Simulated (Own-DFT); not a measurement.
# Which defects push the lattice out? grey tin

Everything here is calculated. The program is Own-DFT (plane waves, in-house, since retired, never reviewed by a person); positions were held fixed, and spin and spin-orbit coupling were off.

All runs used: PBE; PseudoDojo norm-conserving scalar-relativistic files; cutoff 42 hartree; 3 x 3 x 3 k mesh centred on Gamma; cold (Marzari-Vanderbilt) smearing of 0.2 eV.

Limits (not all hold for every row): not probed for a lower state with spin; forces on such cells moved up to 12 meV/angstrom on a denser k mesh; stress not checked against mesh or cutoff.

All runs share one cell, with vectors in Å (12.978, 0.000, 0.000); (0.000, 12.978, 0.000); (0.000, 0.000, 12.978) and a volume of 2185.9 Å³. Atoms were moved at random from their sites; u is the rms move along one axis. The defect's site can differ from row to row.

```
            cell  formula   u (Å)  P (GPa)
       no defect     Sn64  0.0197     3.38
       no defect     Sn64  0.0205     3.39
       no defect     Sn64  0.0509     3.65
  one Sn vacancy     Sn63  0.0321     3.21
  one Sn vacancy     Sn63  0.0511     3.33
  one Sn vacancy     Sn63  0.0526     3.42
two Sn vacancies     Sn62  0.0264     3.10
two Sn vacancies     Sn62  0.0300     3.13
two Sn vacancies     Sn62  0.0506     3.27
two Sn vacancies     Sn62  0.0564        ?
```

## Worked fit

P = P0 + c u² + a shift for each defect gives P0 = 3.35 GPa, c = 107 ± 11 GPa/Å² and a scatter of 0.03 GPa. The shifts, and each times the cell's volume:

- one Sn vacancy: -0.26 ± 0.03 GPa, -3.6 eV
- two Sn vacancies: -0.33 ± 0.02 GPa, -4.5 eV (-2.3 eV for each of its 2 sites)

Against the defect-free cell, a freed cell would be larger where the shift is positive and smaller where it is negative (160.2 GPa Å³ is 1 eV). The atoms around the defects weren't relaxed, which would change these numbers.

## Withheld run

Question: what pressure belongs in the blank (two Sn vacancies, u = 0.0564 Å)?

The fit gives 3.36 ± 0.04 GPa. The calculation gave 3.29 GPa.
